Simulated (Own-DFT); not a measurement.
# How strain changes the stress of grey tin, 32 atoms (Sn32)

These are calculations, not measurements. They come from Own-DFT, an in-house plane-wave density functional program, since retired, whose code no person has reviewed. Each row is one single-point run on a periodic cell that was not relaxed, without spin or spin-orbit coupling.

Settings of every run: PBE; PseudoDojo norm-conserving scalar-relativistic files; cutoff 42 hartree; 3 x 3 x 5 k mesh centred on Gamma; cold (Marzari-Vanderbilt) smearing of 0.2 eV.

Known limits: forces on such cells failed a check on a denser k mesh; stress not checked against mesh or cutoff.

Unstrained cell vectors in Å: (12.978, 0.000, 0.000); (0.000, 12.978, 0.000); (0.000, 0.000, 6.489). The unstrained cell has measured lattice constants (interpolated for alloys), not those of this functional. That, the random moves and any unrelaxed bonds set the pressure at no strain. Each run strains this cell uniformly, with the atoms carried along. Every atom was also moved at random, by a Gaussian of width 0.05 Å on each axis. Strain is the symmetric tensor, in per cent. Stress is positive in tension, and the pressure is minus a third of its trace.

| run | e_xx (%) | e_yy (%) | e_zz (%) | s_xx (GPa) | s_yy (GPa) | s_zz (GPa) | P (GPa) | E (meV/atom) |
|---|---|---|---|---|---|---|---|---|
| 1 | 1.50 | 1.50 | 0.00 | -2.04 | -2.06 | -2.47 | 2.19 | 4.7 |
| 2 | -0.75 | -0.75 | 0.00 | -4.52 | -4.50 | -4.28 | 4.43 | 33.6 |
| 3 | 2.00 | 2.00 | 0.00 | -1.50 | -1.62 | -2.11 | 1.74 | 0.0 |
| 4 | 0.50 | 0.50 | 0.00 | -3.15 | -2.95 | -3.30 | 3.14 | 16.2 |
| 5 | -1.75 | -1.75 | 0.00 | -5.70 | -5.71 | -5.11 | 5.51 | 45.0 |
| 6 | -3.00 | -3.00 | 0.00 | -7.54 | -7.57 | -6.60 | 7.24 | 86.6 |
| 7 | -0.25 | -0.25 | 0.00 | -3.98 | -3.96 | -3.85 | 3.93 | 28.5 |
| 8 | -2.25 | -2.25 | 0.00 | ? | ? | ? | ? | ? |

E is the free energy for each atom above the lowest run shown.

## Worked fit

The change of volume is close to e_xx + e_yy + e_zz. A straight line through the runs shown gives P = 3.77 - 54 x (fractional change of volume) GPa, with an error of 2 on the slope and a scatter of 0.18 GPa. The strain isn't the same on all axes, but the crystal is cubic, so the slope still estimates the bulk modulus, averaged over pressures from 1.7 to 7.2 GPa.

## Withheld run

Question: what pressure should run 8 give? Its volume changes by -4.45 %.

The line gives 6.2 GPa. The calculation gave 6.17 GPa.
